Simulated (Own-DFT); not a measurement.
# Which defects push the lattice out? B20 RuSi

No measurement is shown. These are fixed-geometry runs of a retired plane-wave code named Own-DFT, which no person has reviewed; spin and spin-orbit coupling are neglected.

Method: PBE; PseudoDojo norm-conserving scalar-relativistic files; cutoff 50 hartree; 5 x 4 x 5 k mesh centred on Gamma; cold (Marzari-Vanderbilt) smearing of 0.2 eV.

Limits (not all hold for every row): not probed for a lower state with spin; forces on such cells failed a check on a denser k mesh; stress not checked against mesh or cutoff.

All runs share one cell, with vectors in Å (4.709, 0.000, 4.709); (0.000, 9.417, 0.000); (-4.709, 0.000, 4.709) and a volume of 417.6 Å³. The atoms are randomly displaced, by u rms on each axis. The defect's site can differ from row to row.

| cell | formula | u (Å) | P (GPa) |
|---|---|---|---|
| no defect | Ru16Si16 | 0.0207 | 4.86 |
| no defect | Ru16Si16 | 0.0471 | 6.67 |
| no defect | Ru16Si16 | 0.0485 | 6.41 |
| one Ru on a Si site | Ru17Si15 | 0.0299 | 8.40 |
| one Ru on a Si site | Ru17Si15 | 0.0304 | 7.73 |
| one Ru on a Si site | Ru17Si15 | 0.0506 | 9.73 |
| one Si on a Ru site | Ru15Si17 | 0.0308 | 5.66 |
| one Si on a Ru site | Ru15Si17 | 0.0493 | 6.79 |
| one Si on a Ru site | Ru15Si17 | 0.0543 | 8.13 |
| one Ru vacancy | Ru15Si16 | 0.0307 | 2.70 |
| one Ru vacancy | Ru15Si16 | 0.0316 | 2.71 |
| one Ru vacancy | Ru15Si16 | 0.0479 | 5.58 |
| one Ru vacancy | Ru15Si16 | 0.0493 | ? |
| one Si vacancy | Ru16Si15 | 0.0300 | 2.10 |
| one Si vacancy | Ru16Si15 | 0.0455 | 3.94 |
| one Si vacancy | Ru16Si15 | 0.0507 | 4.56 |

## Analysis

P = P0 + c u² + a shift for each defect gives P0 = 3.92 GPa, c = 1239 ± 163 GPa/Å² and a scatter of 0.49 GPa. The shifts, and each times the cell's volume:

- one Ru on a Si site: 2.89 ± 0.40 GPa, 7.5 eV
- one Si on a Ru site: 0.33 ± 0.40 GPa, 0.9 eV (not resolved)
- one Ru vacancy: -2.00 ± 0.40 GPa, -5.2 eV
- one Si vacancy: -2.67 ± 0.40 GPa, -7.0 eV

A positive shift means that the defect pushes the cell outwards. Shift times volume (160.2 GPa Å³ is 1 eV) depends little on the cell's size, so, taken for each site, it can be compared between cells at like pressure. The atoms around the defects weren't relaxed, which would change these numbers.

## Check

Question: what pressure belongs in the blank (one Ru vacancy, u = 0.0493 Å)?

From the fit: 4.92 ± 0.59 GPa. The hidden result is 2.49 GPa. The miss is larger than the scatter suggests: chance, or a term that the fit lacks.
